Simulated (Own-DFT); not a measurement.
GaP (zincblende, strained, atoms displaced) (calculated)

A calculation, not a measurement: plane-wave PBE density functional theory by an unreviewed code, no spin, of a simulated periodic cell, stress positive in tension, free energy of the whole cell less one offset for each atom, forces on such cells passed a denser k mesh, this cell's mesh not checked; offsets are fitted by least squares, one for each functional and potential file, so energies compare only between cells with the same atoms and settings and are not formation energies; the far tail of each file's local potential was reset to the Coulomb form; each entry is a single point on an unrelaxed cell, so the pressure reflects the starting lattice, mostly measured values (interpolated for alloys), from which strain is counted, and rises with the displacements; printed positions are rounded, which can move forces by about a meV/angstrom; the program, named Own-DFT, is a retired in-house code; no spin-orbit coupling. Program: Own-DFT development build.

Common to all runs: functional PBE; potential files PseudoDojo norm-conserving, scalar-relativistic, standard set; wave cutoff 42 hartree; occupations Fermi-Dirac; smearing width 0.1 eV; hardware one NVIDIA H100; k mesh 3 x 3 x 3 centred on Gamma.

(1) GaP (zincblende, strained, atoms displaced)

```cif
# cell vector a (Å): 10.8620 0.0000 0.0000
# cell vector b (Å): 0.0000 10.8620 0.0000
# cell vector c (Å): 0.0000 0.0000 10.9361
data_GaP
_symmetry_space_group_name_H-M 'P 1'
_symmetry_Int_Tables_number 1
_cell_length_a 10.8620
_cell_length_b 10.8620
_cell_length_c 10.9361
_cell_angle_alpha 90.000
_cell_angle_beta 90.000
_cell_angle_gamma 90.000
_cell_volume 1290.27
loop_
_atom_site_label
_atom_site_type_symbol
_atom_site_fract_x
_atom_site_fract_y
_atom_site_fract_z
_atom_site_occupancy
Ga1 Ga 0.99447 0.01624 0.01020 1
Ga2 Ga 0.00030 0.24455 0.25773 1
Ga3 Ga 0.25086 0.01202 0.25501 1
Ga4 Ga 0.24271 0.24826 0.99216 1
P1 P 0.11916 0.12712 0.12857 1
P2 P 0.12983 0.35813 0.38172 1
P3 P 0.37656 0.13020 0.36709 1
P4 P 0.36905 0.37340 0.12101 1
Ga5 Ga 0.00629 0.00932 0.50363 1
Ga6 Ga 0.00035 0.24822 0.74129 1
Ga7 Ga 0.24855 0.01080 0.75377 1
Ga8 Ga 0.25753 0.24507 0.51067 1
P5 P 0.12767 0.12584 0.62735 1
P6 P 0.12457 0.38038 0.88303 1
P7 P 0.36229 0.11965 0.87492 1
P8 P 0.37625 0.38045 0.62305 1
Ga9 Ga 0.00080 0.51108 0.00700 1
Ga10 Ga 0.00348 0.74693 0.24609 1
Ga11 Ga 0.25376 0.51127 0.25695 1
Ga12 Ga 0.25064 0.74191 0.99517 1
P9 P 0.12142 0.61452 0.12604 1
P10 P 0.12697 0.87616 0.38484 1
P11 P 0.37875 0.62179 0.37566 1
P12 P 0.38798 0.87581 0.12931 1
Ga13 Ga 0.99049 0.50121 0.48454 1
Ga14 Ga 0.00973 0.74944 0.75531 1
Ga15 Ga 0.25846 0.49276 0.74693 1
Ga16 Ga 0.25424 0.74774 0.49692 1
P13 P 0.13314 0.62612 0.63226 1
P14 P 0.12923 0.87756 0.87308 1
P15 P 0.37087 0.62055 0.88090 1
P16 P 0.37537 0.87845 0.60848 1
Ga17 Ga 0.48829 0.01228 0.00338 1
Ga18 Ga 0.49580 0.25841 0.24939 1
Ga19 Ga 0.74258 0.00419 0.24100 1
Ga20 Ga 0.75071 0.26189 0.01268 1
P17 P 0.62458 0.11678 0.12532 1
P18 P 0.63184 0.37483 0.37234 1
P19 P 0.87996 0.13694 0.36795 1
P20 P 0.87099 0.37327 0.13151 1
Ga21 Ga 0.49427 0.00805 0.50091 1
Ga22 Ga 0.49846 0.24994 0.74631 1
Ga23 Ga 0.74031 0.00059 0.74639 1
Ga24 Ga 0.75359 0.25231 0.49158 1
P21 P 0.64306 0.12750 0.61267 1
P22 P 0.61498 0.39585 0.85538 1
P23 P 0.87508 0.12115 0.87641 1
P24 P 0.88893 0.37712 0.62890 1
Ga25 Ga 0.49433 0.50345 0.00685 1
Ga26 Ga 0.49938 0.75663 0.24986 1
Ga27 Ga 0.76259 0.48816 0.23919 1
Ga28 Ga 0.75183 0.75454 0.00449 1
P25 P 0.62339 0.62031 0.12439 1
P26 P 0.62928 0.88352 0.37416 1
P27 P 0.86805 0.62342 0.36857 1
P28 P 0.87049 0.87436 0.12176 1
Ga29 Ga 0.49073 0.50671 0.50310 1
Ga30 Ga 0.48213 0.75006 0.75747 1
Ga31 Ga 0.74368 0.51003 0.76031 1
Ga32 Ga 0.74705 0.75087 0.50836 1
P29 P 0.62990 0.63502 0.62677 1
P30 P 0.62163 0.88352 0.87346 1
P31 P 0.88445 0.61744 0.86410 1
P32 P 0.86541 0.86977 0.63007 1
```

Results for GaP (zincblende, strained, atoms displaced): free energy of cell above offsets -29.258 eV; pressure 4.48 GPa; stress xx -4.72 GPa; stress yy -4.58 GPa; stress zz -4.14 GPa; stress yz 0.41 GPa; stress xz -0.88 GPa; stress xy -0.68 GPa; wall time 571.6 s.

Force:
```
element  x (eV/Å)  y (eV/Å)  z (eV/Å)
     Ga     0.073    -1.908    -0.885
     Ga     1.119     1.614     -1.33
     Ga    -0.476    -1.668    -0.552
     Ga    -0.097     0.217     0.946
      P     1.105     0.396     0.049
      P     0.025     1.938     -0.46
      P     0.199     0.439     1.392
      P    -0.104     0.187     0.272
     Ga    -1.407    -0.973    -0.272
     Ga     0.263     0.027     1.796
     Ga    -0.497    -2.331     -1.51
     Ga    -0.058     0.075    -0.808
      P     0.254     0.172     0.155
      P    -0.433    -0.216    -1.199
      P     1.828     1.781     0.282
      P     0.358    -1.234    -0.016
     Ga    -1.275    -1.884    -1.134
     Ga    -0.374     0.704     0.572
     Ga    -0.776    -2.192    -0.376
     Ga    -0.473     1.247     0.993
      P      1.42     1.896     0.878
      P    -0.199      0.05    -1.322
      P      0.03     1.489    -0.395
      P    -2.527     0.379    -0.731
     Ga     1.468    -0.461     1.145
     Ga    -0.473     0.401    -0.784
     Ga    -1.281     0.666     1.041
     Ga    -0.537    -0.292     0.376
      P    -0.347    -0.407    -1.286
      P     -0.34     0.467     1.146
      P     0.181    -0.389    -0.713
      P      -0.4     0.026     2.162
     Ga     1.083     -1.11    -0.526
     Ga      0.93     -0.19    -0.359
     Ga     1.606    -0.824     1.341
     Ga    -1.193    -1.192    -2.147
      P    -1.076     2.584    -0.791
      P    -1.095     0.801     0.119
      P    -1.456    -2.694     1.197
      P     3.326    -0.863    -1.495
     Ga     1.351      0.15    -0.786
     Ga     0.546    -0.393    -0.255
     Ga     0.902     -0.13     0.505
     Ga     1.056     1.007     0.534
      P    -2.288     0.056     0.849
      P    -0.823    -2.331     2.899
      P    -0.733     1.266    -0.568
      P    -2.175      0.77    -0.846
     Ga     0.387    -0.491    -0.547
     Ga     1.383    -0.849     0.826
     Ga     -2.67     2.318     1.975
     Ga    -0.652    -0.917    -1.442
      P     0.627     0.527     0.471
      P    -0.455    -0.599     0.489
      P    -0.022     0.772    -0.035
      P     1.103     0.569     0.846
     Ga     2.319    -0.392     0.027
     Ga     1.296     0.867    -0.737
     Ga     1.501     0.041    -2.355
     Ga     0.292     0.499    -1.791
      P    -1.868    -1.017      0.66
      P     -0.96    -0.647     0.635
      P    -0.381     1.342     1.808
      P     1.891     0.852     0.068
```

(2) GaP (zincblende, strained, atoms displaced)

```cif
# cell vector a (Å): 10.8620 0.0000 0.0000
# cell vector b (Å): 0.0000 10.8620 0.0000
# cell vector c (Å): 0.0000 0.0000 10.9361
data_GaP
_symmetry_space_group_name_H-M 'P 1'
_symmetry_Int_Tables_number 1
_cell_length_a 10.8620
_cell_length_b 10.8620
_cell_length_c 10.9361
_cell_angle_alpha 90.000
_cell_angle_beta 90.000
_cell_angle_gamma 90.000
_cell_volume 1290.27
loop_
_atom_site_label
_atom_site_type_symbol
_atom_site_fract_x
_atom_site_fract_y
_atom_site_fract_z
_atom_site_occupancy
Ga1 Ga 0.00076 0.99722 0.99934 1
Ga2 Ga 0.00174 0.24881 0.26112 1
Ga3 Ga 0.24509 0.00035 0.24337 1
Ga4 Ga 0.25671 0.24390 0.00892 1
P1 P 0.12058 0.13868 0.11895 1
P2 P 0.12773 0.37655 0.36700 1
P3 P 0.37065 0.11565 0.37594 1
P4 P 0.37894 0.36940 0.11275 1
Ga5 Ga 0.99553 0.00841 0.51030 1
Ga6 Ga 0.00846 0.24943 0.75766 1
Ga7 Ga 0.25406 0.99929 0.74331 1
Ga8 Ga 0.26479 0.24790 0.50258 1
P5 P 0.12184 0.10895 0.63477 1
P6 P 0.11979 0.37695 0.87197 1
P7 P 0.38106 0.12764 0.87406 1
P8 P 0.38260 0.38070 0.62668 1
Ga9 Ga 0.00360 0.51217 0.01386 1
Ga10 Ga 0.99802 0.73019 0.24723 1
Ga11 Ga 0.25336 0.49878 0.24963 1
Ga12 Ga 0.25580 0.74578 0.99399 1
P9 P 0.12934 0.60975 0.12456 1
P10 P 0.12927 0.88059 0.37486 1
P11 P 0.37274 0.62458 0.36935 1
P12 P 0.37530 0.87447 0.11391 1
Ga13 Ga 0.01180 0.49432 0.50369 1
Ga14 Ga 0.00211 0.75145 0.75493 1
Ga15 Ga 0.24928 0.51572 0.75707 1
Ga16 Ga 0.24964 0.74264 0.48491 1
P13 P 0.12386 0.62759 0.61893 1
P14 P 0.13226 0.87952 0.87544 1
P15 P 0.38584 0.62382 0.87923 1
P16 P 0.38303 0.87241 0.62846 1
Ga17 Ga 0.50876 0.99610 0.99922 1
Ga18 Ga 0.49299 0.25340 0.25152 1
Ga19 Ga 0.75104 0.98926 0.24308 1
Ga20 Ga 0.75549 0.23833 0.00803 1
P17 P 0.63881 0.13248 0.11756 1
P18 P 0.62583 0.37510 0.37963 1
P19 P 0.88384 0.13157 0.36320 1
P20 P 0.88607 0.37475 0.12351 1
Ga21 Ga 0.50712 0.00325 0.50303 1
Ga22 Ga 0.48982 0.23834 0.74375 1
Ga23 Ga 0.73625 0.01046 0.75916 1
Ga24 Ga 0.75030 0.23956 0.49558 1
P21 P 0.61991 0.13476 0.61399 1
P22 P 0.62389 0.38165 0.89494 1
P23 P 0.87029 0.12787 0.88001 1
P24 P 0.86834 0.37751 0.61764 1
Ga25 Ga 0.50219 0.50175 0.99585 1
Ga26 Ga 0.49101 0.74109 0.26279 1
Ga27 Ga 0.73448 0.50157 0.24039 1
Ga28 Ga 0.73779 0.75719 0.99226 1
P25 P 0.62297 0.62486 0.11455 1
P26 P 0.61568 0.87046 0.38248 1
P27 P 0.87001 0.63384 0.37496 1
P28 P 0.87488 0.87505 0.12341 1
Ga29 Ga 0.49707 0.50221 0.51077 1
Ga30 Ga 0.51182 0.75632 0.74507 1
Ga31 Ga 0.76019 0.51306 0.74478 1
Ga32 Ga 0.73678 0.76483 0.48496 1
P29 P 0.62073 0.61017 0.63135 1
P30 P 0.62583 0.87831 0.86785 1
P31 P 0.86245 0.62100 0.87302 1
P32 P 0.88256 0.88120 0.61553 1
```

The calculation gives: free energy of cell above offsets -27.994 eV; pressure 4.82 GPa; stress xx -5.27 GPa; stress yy -4.88 GPa; stress zz -4.3 GPa; stress yz 0.25 GPa; stress xz 0.18 GPa; stress xy -1.3 GPa; wall time 541.9 s.

Force:
```
element  x (eV/Å)  y (eV/Å)  z (eV/Å)
     Ga    -0.077     0.513    -0.015
     Ga     0.915     1.718    -2.147
     Ga     0.026      0.04     -0.56
     Ga    -0.588     0.603    -1.995
      P    -0.263    -1.667     0.898
      P     0.777    -0.409     1.494
      P     0.762     0.308     -0.55
      P     0.088     1.297     1.596
     Ga     0.547    -0.005    -2.256
     Ga     -1.39    -0.254    -1.058
     Ga     0.932    -0.494     1.132
     Ga    -1.341     0.241     0.245
      P      0.64     2.634     -0.65
      P     1.324     0.944     1.288
      P    -0.987     -1.37     0.562
      P    -1.725    -0.516     0.864
     Ga    -1.812    -2.067    -2.704
     Ga       0.6     1.727    -0.101
     Ga     0.558    -1.168    -0.615
     Ga    -0.567    -0.073     0.325
      P     1.512     2.859     0.671
      P    -1.099    -0.547    -0.327
      P    -0.169    -1.874      1.36
      P     0.253    -0.022     1.478
     Ga    -1.362     0.105    -0.697
     Ga    -0.483     0.135     -0.36
     Ga    -0.088     -1.14    -0.543
     Ga    -0.255     1.303      1.26
      P     0.564     0.428     0.752
      P      -0.3    -0.668     0.024
      P    -0.506     1.053    -1.098
      P    -0.676     -0.09    -1.154
     Ga    -0.226     0.874     0.074
     Ga     0.732    -0.439     0.147
     Ga    -0.489     1.002     0.719
     Ga     1.254     3.336    -1.308
      P    -2.897     -2.42     2.725
      P    -0.687     0.195    -0.458
      P    -1.956    -2.433     1.975
      P    -1.204    -0.096     0.795
     Ga    -1.296    -0.447    -0.158
     Ga     1.303     2.096     0.518
     Ga     1.638     0.401    -1.802
     Ga     0.864     1.312    -0.695
      P     0.535    -0.877     1.507
      P      1.68    -1.925    -2.786
      P     0.937    -0.581    -0.969
      P     1.011    -0.805     0.561
     Ga    -0.649    -0.098     1.007
     Ga      1.37     1.485    -2.613
     Ga     1.764    -0.512     0.645
     Ga     1.299    -0.405     0.558
      P    -0.802     1.103     1.123
      P    -1.268     2.104    -2.768
      P    -0.566    -1.638     0.387
      P      0.57    -1.404    -0.496
     Ga     0.291    -0.355    -1.879
     Ga    -0.682    -1.203     0.152
     Ga    -1.218    -2.742    -0.073
     Ga     2.803    -2.479     2.936
      P     0.613      2.64     -0.77
      P    -0.498    -0.061     0.486
      P     2.307     1.929     1.654
      P    -2.341    -1.099     1.684
```
